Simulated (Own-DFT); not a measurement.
## Calculated data, GaN (wurtzite, strained, atoms displaced), SiC (twinned 3C silicon carbide, atoms displaced)

All values are calculated (Own-DFT development build). A calculation, not a measurement: plane-wave PBE density functional theory by an unreviewed code, no spin, of a simulated periodic cell, stress positive in tension, free energy of the whole cell less one offset for each atom, forces on such cells passed a denser k mesh, this cell's mesh not checked; offsets are fitted by least squares, one for each functional and potential file, so energies compare only between cells with the same atoms and settings and are not formation energies; the far tail of each file's local potential was reset to the Coulomb form; each entry is a single point on an unrelaxed cell, so the pressure reflects the starting lattice, mostly measured values (interpolated for alloys), from which strain is counted, and rises with the displacements; printed positions are rounded, which can move forces by about a meV/angstrom; the program, named Own-DFT, is a retired in-house code; no spin-orbit coupling.

Common to all runs: functional PBE.

```yaml
- entry: 1
  formula: GaN
  kind: "wurtzite, strained, atoms displaced"
  structure:
    cell_angstrom: [[12.756, 0.0, 0.0], [-4.7835, 8.2853, 0.0], [0.0, 0.0, 10.6811]]
    atoms_fractional:
      - [Ga, 0.08492, 0.23372, 0.9967]
      - [Ga, 0.16449, 0.10906, 0.24435]
      - ["N", 0.08172, 0.22687, 0.19496]
      - ["N", 0.17113, 0.11831, 0.44633]
      - [Ga, 0.08412, 0.21949, 0.4962]
      - [Ga, 0.1732, 0.11706, 0.7512]
      - ["N", 0.07646, 0.22468, 0.68964]
      - ["N", 0.16833, 0.11108, 0.93574]
      - [Ga, 0.07763, 0.55286, 0.99822]
      - [Ga, 0.16567, 0.44329, 0.24543]
      - ["N", 0.08733, 0.55659, 0.19197]
      - ["N", 0.1673, 0.44736, 0.4359]
      - [Ga, 0.07433, 0.53538, 0.50558]
      - [Ga, 0.16876, 0.44462, 0.75118]
      - ["N", 0.08341, 0.55331, 0.67971]
      - ["N", 0.16289, 0.43658, 0.93849]
      - [Ga, 0.07892, 0.8911, 0.00285]
      - [Ga, 0.16212, 0.77724, 0.2487]
      - ["N", 0.08656, 0.88308, 0.18434]
      - ["N", 0.16769, 0.78284, 0.43465]
      - [Ga, 0.07519, 0.87679, 0.50439]
      - [Ga, 0.17184, 0.77687, 0.74603]
      - ["N", 0.08577, 0.88131, 0.69252]
      - ["N", 0.16167, 0.76251, 0.939]
      - [Ga, 0.33842, 0.23147, 0.99064]
      - [Ga, 0.41301, 0.11237, 0.25122]
      - ["N", 0.33556, 0.2227, 0.19346]
      - ["N", 0.41982, 0.11475, 0.43966]
      - [Ga, 0.33181, 0.21528, 0.50548]
      - [Ga, 0.42052, 0.10606, 0.74592]
      - ["N", 0.33248, 0.2233, 0.68139]
      - ["N", 0.41631, 0.10712, 0.93959]
      - [Ga, 0.33484, 0.56218, 0.00982]
      - [Ga, 0.41562, 0.44877, 0.24794]
      - ["N", 0.33329, 0.54942, 0.18479]
      - ["N", 0.41508, 0.44164, 0.4464]
      - [Ga, 0.34408, 0.56523, 0.50282]
      - [Ga, 0.4126, 0.43005, 0.75503]
      - ["N", 0.33741, 0.56072, 0.68726]
      - ["N", 0.41522, 0.42935, 0.94072]
      - [Ga, 0.33656, 0.89065, 0.01469]
      - [Ga, 0.41394, 0.77181, 0.25309]
      - ["N", 0.33449, 0.88588, 0.18696]
      - ["N", 0.41689, 0.77623, 0.44379]
      - [Ga, 0.34068, 0.88599, 0.49579]
      - [Ga, 0.41843, 0.77139, 0.74813]
      - ["N", 0.32678, 0.87906, 0.68422]
      - ["N", 0.41672, 0.77559, 0.9384]
      - [Ga, 0.58579, 0.22354, 0.99723]
      - [Ga, 0.6789, 0.11697, 0.25333]
      - ["N", 0.59535, 0.22402, 0.1863]
      - ["N", 0.67158, 0.11211, 0.44548]
      - [Ga, 0.58176, 0.22433, 0.50067]
      - [Ga, 0.67068, 0.11076, 0.74612]
      - ["N", 0.57738, 0.2282, 0.68831]
      - ["N", 0.65287, 0.10228, 0.93144]
      - [Ga, 0.58127, 0.55612, 0.99366]
      - [Ga, 0.66446, 0.45134, 0.24712]
      - ["N", 0.58551, 0.55643, 0.17522]
      - ["N", 0.6759, 0.44406, 0.43447]
      - [Ga, 0.58173, 0.55544, 0.50163]
      - [Ga, 0.66517, 0.44702, 0.75041]
      - ["N", 0.57922, 0.55268, 0.68386]
      - ["N", 0.66929, 0.43507, 0.9396]
      - [Ga, 0.59027, 0.89541, 0.01064]
      - [Ga, 0.66891, 0.78718, 0.25185]
      - ["N", 0.58713, 0.89345, 0.19049]
      - ["N", 0.65983, 0.77615, 0.44012]
      - [Ga, 0.58498, 0.88405, 0.49472]
      - [Ga, 0.67056, 0.78175, 0.74642]
      - ["N", 0.58589, 0.89244, 0.68701]
      - ["N", 0.66403, 0.76854, 0.93784]
      - [Ga, 0.83652, 0.22334, 0.00354]
      - [Ga, 0.91687, 0.11132, 0.25814]
      - ["N", 0.83088, 0.21393, 0.19491]
      - ["N", 0.91319, 0.11374, 0.43239]
      - [Ga, 0.84104, 0.22486, 0.49729]
      - [Ga, 0.91691, 0.1145, 0.75896]
      - ["N", 0.83291, 0.22136, 0.68795]
      - ["N", 0.90858, 0.10143, 0.94483]
      - [Ga, 0.83907, 0.56511, 0.00049]
      - [Ga, 0.92, 0.44866, 0.24128]
      - ["N", 0.83442, 0.55075, 0.18794]
      - ["N", 0.91697, 0.43959, 0.43831]
      - [Ga, 0.82783, 0.54796, 0.49501]
      - [Ga, 0.9075, 0.44435, 0.75314]
      - ["N", 0.83485, 0.55423, 0.68018]
      - ["N", 0.91297, 0.44606, 0.93215]
      - [Ga, 0.8382, 0.89345, 0.99479]
      - [Ga, 0.92372, 0.77485, 0.24722]
      - ["N", 0.84118, 0.89168, 0.1877]
      - ["N", 0.91572, 0.7778, 0.43867]
      - [Ga, 0.83213, 0.89512, 0.50233]
      - [Ga, 0.91407, 0.7689, 0.7528]
      - ["N", 0.82727, 0.89387, 0.68459]
      - ["N", 0.91392, 0.77566, 0.93966]
  settings:
    potential_files: "PseudoDojo norm-conserving, scalar-relativistic, standard set with the stringent files for Ga"
    "wave_cutoff [hartree]": 96.0
    occupations: Gaussian
    "smearing_width [eV]": 0.01
    k_mesh: "3 x 4 x 3 centred on Gamma"
  results:
    "free_energy_of_cell_above_offsets [eV]": "-4.154"
    "pressure [GPa]": 2.04
    "stress_xx [GPa]": -4.26
    "stress_yy [GPa]": -6.01
    "stress_zz [GPa]": 4.16
    "stress_yz [GPa]": 0.92
    "stress_xz [GPa]": 0.09
    "stress_xy [GPa]": 0.18
    force_element: [Ga, Ga, "N", "N", Ga, Ga, "N", "N", Ga, Ga, "N", "N", Ga, Ga, "N", "N", Ga, Ga, "N", "N", Ga, Ga, "N", "N", Ga, Ga, "N", "N", Ga, Ga, "N", "N", Ga, Ga, "N", "N", Ga, Ga, "N", "N", Ga, Ga, "N", "N", Ga, Ga, "N", "N", Ga, Ga, "N", "N", Ga, Ga, "N", "N", Ga, Ga, "N", "N", Ga, Ga, "N", "N", Ga, Ga, "N", "N", Ga, Ga, "N", "N", Ga, Ga, "N", "N", Ga, Ga, "N", "N", Ga, Ga, "N", "N", Ga, Ga, "N", "N", Ga, Ga, "N", "N", Ga, Ga, "N", "N"]
    "force_x [eV/angstrom]": [0.499, 0.368, 0.572, -0.473, -0.375, -1.288, 1.47, -0.696, 0.762, 0.243, -0.73, 0.958, 0.665, -0.517, -0.37, 0.129, 1.696, 1.876, -1.287, 0.348, 1.232, -1.015, -1.461, -0.145, 0.284, 1.932, -0.983, -0.097, 0.009, -1.382, 0.621, -0.377, 0.123, 1.585, -0.756, 0.496, -1.415, -0.184, 0.21, -0.991, -0.392, 0.256, -0.233, 1.05, -2.757, -0.3, 2.119, 0.285, -0.477, -3.001, -1.643, -0.549, 1.083, -1.303, 1.951, 2.418, 1.199, 1.05, -0.969, -3.161, 0.659, 0.256, 0.299, -0.67, -0.613, 1.297, -0.606, 2.178, -1.263, -1.505, -0.271, 0.142, -1.732, 0.471, 1.946, 1.579, -1.706, -0.371, 0.341, 0.735, -0.899, 0.289, -0.367, -0.795, 2.081, 1.936, -1.309, 0.47, -1.084, -1.434, -0.466, -0.71, 0.361, 0.132, 2.175, 0.29]
    "force_y [eV/angstrom]": [-2.923, 0.499, -1.031, -1.831, 0.894, -1.254, -0.477, 0.25, -0.295, 0.384, -0.166, -0.289, 2.065, 0.443, -0.314, 2.435, -0.325, -0.301, 1.318, -0.679, 1.187, -1.278, 0.908, 2.283, -4.631, 0.018, 0.296, -0.688, 0.604, -0.934, -0.817, 0.114, -0.519, -0.948, 0.929, 0.211, -2.105, 1.854, -1.735, 4.451, -0.503, 0.7, 0.057, 0.264, 0.578, 1.428, 1.417, 0.11, -0.821, -0.73, -0.018, -0.191, -0.056, 0.014, -0.135, 0.533, -0.981, -1.185, 0.625, -0.453, -0.597, -0.064, 0.423, 2.195, -0.97, -1.102, -0.351, -0.572, 1.857, -1.003, -0.669, 1.804, -0.329, -0.448, 1.986, -0.814, -0.102, -0.219, 0.554, 2.469, -1.853, -1.076, 0.956, 0.561, 1.318, -0.328, 0.149, -0.678, -2.264, 0.058, -0.334, -0.214, -0.647, 1.154, 0.105, 0.793]
    "force_z [eV/angstrom]": [1.293, 1.216, -1.498, -1.365, 0.603, -0.519, -0.178, 0.502, 0.382, 1.741, -1.477, -0.128, -1.203, -0.554, 2.186, -0.424, -1.142, 1.342, -0.326, 0.086, 0.138, 1.086, -0.177, -0.184, 2.358, 0.141, -1.14, -0.477, -1.107, 0.973, 1.531, -0.431, -2.168, 1.004, 0.937, -1.536, 0.383, -0.655, 0.375, -1.543, -2.961, 0.013, 1.937, -1.904, 0.731, 0.94, -0.356, 0.499, 1.085, 1.322, 0.241, -0.768, 0.015, 0.26, -0.685, 0.342, 0.316, 0.002, 1.618, -0.64, -0.245, 0.195, 0.912, -0.906, -1.663, -0.401, 0.497, -1.103, 1.591, 0.781, -0.534, -0.569, -0.056, -1.528, -1.932, 1.29, 1.175, -0.805, 0.028, -1.119, 0.593, 1.676, -0.579, -1.086, 0.564, -1.169, 0.593, 1.218, 1.747, 0.844, -0.008, -0.446, -0.494, -0.793, 0.498, -0.816]
- entry: 2
  formula: SiC
  kind: "twinned 3C silicon carbide, atoms displaced"
  structure:
    cell_angstrom:
      - [4.3596, -4.3596, 0.0]
      - [0.0, 4.3596, -4.3596]
      - [8.7192, 8.7192, 8.7192]
    atoms_fractional:
      - [Si, 0.9887, 0.97056, 0.43655]
      - [C, 0.98128, 0.98711, 0.0672]
      - [Si, 0.18901, 0.30941, 0.09563]
      - [C, 0.20337, 0.33473, 0.22969]
      - [Si, 0.33321, 0.17743, 0.26498]
      - [C, 0.33989, 0.16765, 0.39072]
      - [Si, 0.98837, 0.51452, 0.43575]
      - [C, 0.95678, 0.5193, 0.06641]
      - [Si, 0.17325, 0.82643, 0.10397]
      - [C, 0.17057, 0.83524, 0.22446]
      - [Si, 0.3672, 0.67869, 0.26538]
      - [C, 0.31905, 0.64909, 0.40707]
      - [Si, 0.51583, 0.99316, 0.43993]
      - [C, 0.50519, 0.00128, 0.05641]
      - [Si, 0.6634, 0.32602, 0.10132]
      - [C, 0.66034, 0.32514, 0.23946]
      - [Si, 0.80032, 0.16167, 0.27669]
      - [C, 0.85856, 0.1491, 0.40293]
      - [Si, 0.49963, 0.47835, 0.43922]
      - [C, 0.49017, 0.49182, 0.0668]
      - [Si, 0.65975, 0.83704, 0.08636]
      - [C, 0.64742, 0.84577, 0.2184]
      - [Si, 0.82401, 0.62688, 0.28285]
      - [C, 0.80152, 0.67827, 0.3983]
      - [Si, 0.0169, 0.0234, 0.93063]
      - [C, 0.98953, 0.96146, 0.56028]
      - [Si, 0.80112, 0.64816, 0.6128]
      - [C, 0.82317, 0.68052, 0.74179]
      - [Si, 0.65918, 0.82364, 0.77548]
      - [C, 0.62897, 0.79841, 0.90543]
      - [Si, 0.95841, 0.46961, 0.94126]
      - [C, 0.99367, 0.50984, 0.56682]
      - [Si, 0.83373, 0.18586, 0.61239]
      - [C, 0.8335, 0.15877, 0.72445]
      - [Si, 0.67887, 0.31186, 0.76826]
      - [C, 0.67789, 0.32057, 0.90592]
      - [Si, 0.51036, 0.0126, 0.9436]
      - [C, 0.49715, 0.00492, 0.55419]
      - [Si, 0.35004, 0.6595, 0.6056]
      - [C, 0.31084, 0.65209, 0.71906]
      - [Si, 0.18112, 0.85955, 0.77494]
      - [C, 0.20142, 0.86457, 0.89897]
      - [Si, 0.50651, 0.51265, 0.93447]
      - [C, 0.49355, 0.51906, 0.55464]
      - [Si, 0.3575, 0.18395, 0.60856]
      - [C, 0.31938, 0.17512, 0.72965]
      - [Si, 0.17492, 0.35192, 0.75525]
      - [C, 0.15199, 0.29799, 0.90192]
  settings:
    potential_files: "PseudoDojo norm-conserving, scalar-relativistic, standard set"
    "wave_cutoff [hartree]": 42.0
    occupations: Fermi-Dirac
    "smearing_width [eV]": 0.1
    hardware: "one NVIDIA H100"
    k_mesh: "5 x 5 x 2 centred on Gamma"
  results:
    "free_energy_of_cell_above_offsets [eV]": "13.488"
    "pressure [GPa]": 14.73
    "stress_xx [GPa]": -12.1
    "stress_yy [GPa]": -12.48
    "stress_zz [GPa]": -19.6
    "stress_yz [GPa]": 1.71
    "stress_xz [GPa]": 3.27
    "stress_xy [GPa]": 1.18
    force_element: [Si, C, Si, C, Si, C, Si, C, Si, C, Si, C, Si, C, Si, C, Si, C, Si, C, Si, C, Si, C, Si, C, Si, C, Si, C, Si, C, Si, C, Si, C, Si, C, Si, C, Si, C, Si, C, Si, C, Si, C]
    "force_x [eV/angstrom]": [5.646, 0.904, -1.501, -5.54, 2.05, 0.285, 1.445, 2.208, -0.928, 1.085, -3.628, -0.167, -2.556, 0.471, 0.097, -2.285, 3.183, -3.822, -3.863, 0.57, 2.731, 3.881, -0.696, -0.079, -1.838, 2.244, 2.055, 0.343, -1.135, 2.089, 10.02, 0.232, -4.693, 2.251, 0.148, -8.5, -2.633, 4.361, -4.814, 4.626, -1.718, -3.774, -1.692, 2.805, -4.683, 2.624, 0.533, 1.662]
    "force_y [eV/angstrom]": [1.389, -3.595, 6.51, 4.55, -2.104, -0.741, -1.058, -6.056, 1.85, 0.977, 3.393, -1.541, -1.034, 3.445, 3.16, -1.467, -5.161, 3.599, 1.912, -3.183, 1.863, -2.873, 0.128, -5.043, -2.329, 2.9, -1.348, -4.723, 2.59, 0.429, -1.626, -0.379, -5.94, 1.659, 5.155, 0.755, -2.298, 3.012, 3.065, 3.557, -0.487, -0.28, -1.925, -1.832, -1.565, -2.975, 2.149, 3.517]
    "force_z [eV/angstrom]": [-2.475, -2.917, 2.787, -4.189, 5.873, 2.506, 2.911, -1.335, -0.209, 2.188, 3.807, -2.742, -1.675, 1.473, 2.501, -2.27, 1.606, -3.572, -0.648, -3.528, 4.478, -1.655, -6.785, 2.4, 13.0, -1.281, -2.494, 1.444, 0.02, -10.02, -3.281, 0.707, -2.399, 3.133, -0.938, -2.744, 0.669, 3.054, -4.794, -1.756, 1.804, 1.573, 9.421, 4.808, 0.149, -0.264, 5.299, -13.65]
    "wall_time [s]": 200.7
```
